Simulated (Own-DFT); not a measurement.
Hf₃₆O₇₁ (tetragonal hafnia with one neutral oxygen vacancy, atoms displaced) (calculated)

Computed with Own-DFT development build. A calculation, not a measurement: plane-wave PBE and HSE06 DFT by an unreviewed code, no spin, of a simulated cell at Gamma alone, so results move with cell size and shape, stress positive in tension, energies less offsets, not probed for a lower state with spin; hafnium file: forces about 75 meV/angstrom off all-electron values; oxygen file: force components 24 meV/angstrom off all-electron in a glass; k mesh not checked against a denser one; forces and stress are PBE's, HSE06 gives the energy alone, and its difference from PBE has offsets of its own; offsets are fitted by least squares, one for each functional and potential file, so energies compare only between cells with the same atoms and settings and are not formation energies; the far tail of each file's local potential was reset to the Coulomb form; each entry is a single point on an unrelaxed cell, so the pressure reflects the starting lattice, taken from the Materials Project, from which strain is counted, and rises with the displacements; printed positions are rounded, which can move forces by about a meV/angstrom; the program is a retired in-house code; no spin-orbit coupling.

## Hf₃₆O₇₁ (tetragonal hafnia with one neutral oxygen vacancy, atoms displaced)

```
CELL_PARAMETERS angstrom
10.78000 0.00000 0.00000
0.00000 10.78000 0.00000
0.00000 0.00000 10.44930
ATOMIC_POSITIONS crystal
Hf 0.00253 0.98768 0.99398
Hf 0.16452 0.16366 0.25521
O 0.00644 0.17167 0.15098
O 0.15981 0.00801 0.35780
O 0.00814 0.16944 0.39433
O 0.17563 0.00357 0.09756
Hf 0.99453 0.01106 0.50351
Hf 0.17096 0.17370 0.74892
O 0.00028 0.16853 0.64750
O 0.17302 0.01484 0.84639
O 0.99009 0.15997 0.90209
O 0.16020 0.99404 0.60346
Hf 0.00799 0.32936 0.00768
Hf 0.18378 0.50608 0.24851
O 0.00240 0.49835 0.15305
O 0.17324 0.34360 0.34411
O 0.98215 0.51092 0.40159
O 0.17944 0.33345 0.09460
Hf 0.98910 0.33804 0.50143
Hf 0.17418 0.50691 0.74060
O 0.00451 0.49225 0.65357
O 0.16227 0.34655 0.85800
O 0.99209 0.50616 0.91333
O 0.16524 0.32739 0.59455
Hf 0.98160 0.66337 0.99086
Hf 0.17117 0.82382 0.25255
O 0.99532 0.83399 0.14455
O 0.17263 0.65387 0.33770
O 0.00656 0.82110 0.40199
O 0.16189 0.65594 0.09974
Hf 0.98482 0.66153 0.49349
Hf 0.15811 0.83230 0.73460
O 0.01230 0.84272 0.64131
O 0.17495 0.67967 0.83919
O 0.00574 0.82761 0.91118
O 0.16006 0.65841 0.59726
Hf 0.33137 0.00711 0.99861
Hf 0.49801 0.16499 0.25007
O 0.33854 0.17391 0.13914
O 0.51122 0.00250 0.35247
O 0.33295 0.15958 0.41326
O 0.50652 0.00027 0.10094
Hf 0.34936 0.02005 0.49459
Hf 0.49797 0.17092 0.75119
O 0.34196 0.16271 0.65480
O 0.48958 0.00442 0.83866
O 0.33385 0.16593 0.89493
O 0.51098 0.99173 0.58942
Hf 0.33414 0.33257 0.99239
Hf 0.50427 0.50152 0.25108
O 0.33633 0.50403 0.14894
O 0.49417 0.31971 0.34701
O 0.32096 0.49819 0.40396
Hf 0.33892 0.32912 0.51503
Hf 0.48759 0.51017 0.75946
O 0.33133 0.48791 0.65080
O 0.50429 0.31706 0.84262
O 0.34006 0.50882 0.89295
O 0.49749 0.33085 0.58628
Hf 0.33589 0.67731 0.99987
Hf 0.50737 0.82880 0.24070
O 0.35181 0.81709 0.14791
O 0.50160 0.67259 0.33896
O 0.33760 0.83182 0.38863
O 0.51207 0.66639 0.09247
Hf 0.34109 0.66876 0.51379
Hf 0.49588 0.82991 0.75128
O 0.33505 0.83260 0.65931
O 0.49612 0.67596 0.84219
O 0.35011 0.82455 0.91876
O 0.50284 0.65881 0.60835
Hf 0.65218 0.00531 0.01116
Hf 0.82977 0.16309 0.26351
O 0.65540 0.15723 0.15101
O 0.83647 0.00784 0.34194
O 0.67076 0.17642 0.40343
O 0.83451 0.99664 0.09471
Hf 0.66461 0.00438 0.50576
Hf 0.82981 0.15378 0.74811
O 0.66748 0.16907 0.66504
O 0.82840 0.99879 0.85998
O 0.65803 0.17681 0.91646
O 0.83461 0.99429 0.58916
Hf 0.65765 0.32547 0.01159
Hf 0.82924 0.48862 0.24865
O 0.67003 0.49014 0.14968
O 0.84431 0.33498 0.35373
O 0.67305 0.50818 0.41489
O 0.82956 0.33790 0.09355
Hf 0.66810 0.34157 0.49438
Hf 0.84518 0.49310 0.75984
O 0.66323 0.51010 0.65360
O 0.84038 0.33161 0.84451
O 0.66479 0.49609 0.89841
O 0.83325 0.33226 0.59922
Hf 0.66282 0.67140 0.99666
Hf 0.83625 0.82374 0.25964
O 0.66255 0.82967 0.14772
O 0.84329 0.66665 0.35321
O 0.67392 0.83931 0.40213
O 0.83083 0.66666 0.10687
Hf 0.67103 0.66296 0.51933
Hf 0.83083 0.82606 0.74371
O 0.66112 0.84246 0.64951
O 0.83957 0.66563 0.84391
O 0.65153 0.81565 0.91011
O 0.83603 0.67128 0.60715
```

```
first functional                 : PBE
second functional                : HSE06
exact exchange share             : 0.25
screening                        : 0.11 1/bohr
exchange divergence              : Gygi-Baldereschi
potential files                  : PseudoDojo norm-conserving, scalar-relativistic, made for PBE, standard set
wave cutoff                      : 48 hartree
occupations                      : fixed
k mesh                           : 1 x 1 x 1 centred on Gamma
PBE energy of cell above offsets : -87.539 eV
HSE06 less PBE above offsets     : 0.426 eV
PBE pressure                     : 6.64 GPa
PBE stress xx                    : -5.97 GPa
PBE stress yy                    : -7.5 GPa
PBE stress zz                    : -6.46 GPa
PBE stress yz                    : 1.93 GPa
PBE stress xz                    : 0.65 GPa
PBE stress xy                    : 0.27 GPa
```

Force:
```
element  x (eV/Å)  y (eV/Å)  z (eV/Å)
     Hf    -1.064     2.377     2.098
     Hf    -0.585     1.784    -0.827
      O    -0.672      0.27     0.484
      O      0.61    -1.725    -1.038
      O    -1.127     0.832     0.971
      O    -0.583    -0.786     0.561
     Hf      3.69    -0.908    -1.208
     Hf    -1.402     -0.15      0.23
      O     -0.79    -0.506     -0.02
      O    -0.089    -2.631     0.482
      O     0.846     0.596    -0.087
      O     1.698     1.553    -0.848
     Hf    -0.723    -0.167     0.066
     Hf    -2.215    -2.939    -1.873
      O    -0.896    -0.891     0.665
      O    -0.651    -2.432     0.217
      O     0.622    -3.291     0.326
      O    -0.866    -0.102    -0.087
     Hf     2.297     0.231    -0.804
     Hf    -1.833     0.481     1.904
      O    -0.497     0.058    -0.082
      O     0.327    -0.991    -1.503
      O      0.06    -2.342    -2.241
      O     0.333     -0.22     0.903
     Hf     1.961       0.7     4.443
     Hf    -0.258    -0.089     -0.13
      O     1.208     0.256      1.59
      O    -0.445      4.43     2.417
      O    -0.143     2.041    -0.883
      O     0.677     1.584    -1.324
     Hf     2.441     1.003     0.608
     Hf     2.411     1.634     1.781
      O    -5.137      -0.9     0.264
      O     0.082    -2.185     0.324
      O    -0.013     0.551    -3.345
      O      1.43     0.409    -0.521
     Hf     0.437    -0.464    -0.638
     Hf    -0.475    -0.457    -0.939
      O     0.458    -0.547     1.212
      O    -0.736     0.234    -0.485
      O    -0.381     6.063     -3.94
      O    -4.601    -0.426     1.168
     Hf    -1.749    -8.684     3.051
     Hf     1.424    -2.304    -0.166
      O    -1.606     0.087    -1.385
      O     0.814    -1.059     0.978
      O    -0.388     1.249     0.187
      O    -2.498     0.782     1.544
     Hf     0.189      0.37     1.048
     Hf    -1.194    -0.259    -0.968
      O     2.936    -0.428    -0.331
      O     0.418     2.997    -0.188
      O     2.537     0.711     1.542
     Hf    -3.516      1.46    -3.833
     Hf     3.012    -1.383     0.452
      O     1.179     0.523    -0.714
      O    -1.073     5.102     1.466
      O     0.154    -1.126     0.223
      O      3.15     0.064     1.759
     Hf    -1.481    -3.833     2.445
     Hf    -0.376     0.906     2.021
      O    -3.139      0.67     0.267
      O     0.286    -2.068     1.537
      O    -0.749     0.255     1.971
      O    -1.915    -1.066     0.926
     Hf    -2.095     0.622    -3.309
     Hf     0.273     2.657     0.409
      O    -0.315    -0.901    -1.018
      O    -0.045    -2.819     0.904
      O    -0.143     5.527    -2.663
      O    -0.979     0.465    -0.536
     Hf     5.325     -0.54    -2.277
     Hf     1.003     1.147    -3.433
      O     1.772     1.071     0.969
      O     0.488    -2.365     1.583
      O     0.631    -0.583     0.152
      O     -0.81     0.678     0.319
     Hf     0.918    -0.724     -2.65
     Hf     2.179     1.815     2.178
      O    -0.381    -0.527    -1.407
      O    -0.368     -1.67    -2.455
      O     0.571    -3.396    -1.473
      O    -0.885     0.245      2.02
     Hf     0.331     3.015    -0.361
     Hf     3.014     1.774    -1.542
      O     -1.76     -0.09       1.6
      O    -1.082    -0.803     0.146
      O    -0.423    -0.825    -2.108
      O     0.308    -0.621     0.965
     Hf     0.007    -0.604     1.999
     Hf    -1.719    -1.296    -0.069
      O     0.786    -0.518     0.333
      O     0.081    -0.931    -0.311
      O    -0.551     0.205     0.499
      O    -1.379     0.347    -0.188
     Hf     2.047    -4.422     1.928
     Hf      -0.1     1.405    -2.015
      O     2.277     0.472     0.183
      O    -1.829    -0.571      0.07
      O     0.492    -0.827     0.694
      O     -0.84    -0.036    -0.522
     Hf    -0.391      1.19     -1.38
     Hf      0.39     1.499     0.572
      O     1.522    -1.232     0.976
      O    -0.387     1.011     0.339
      O     0.631     5.727     -3.19
      O    -0.383     0.525     0.347
```
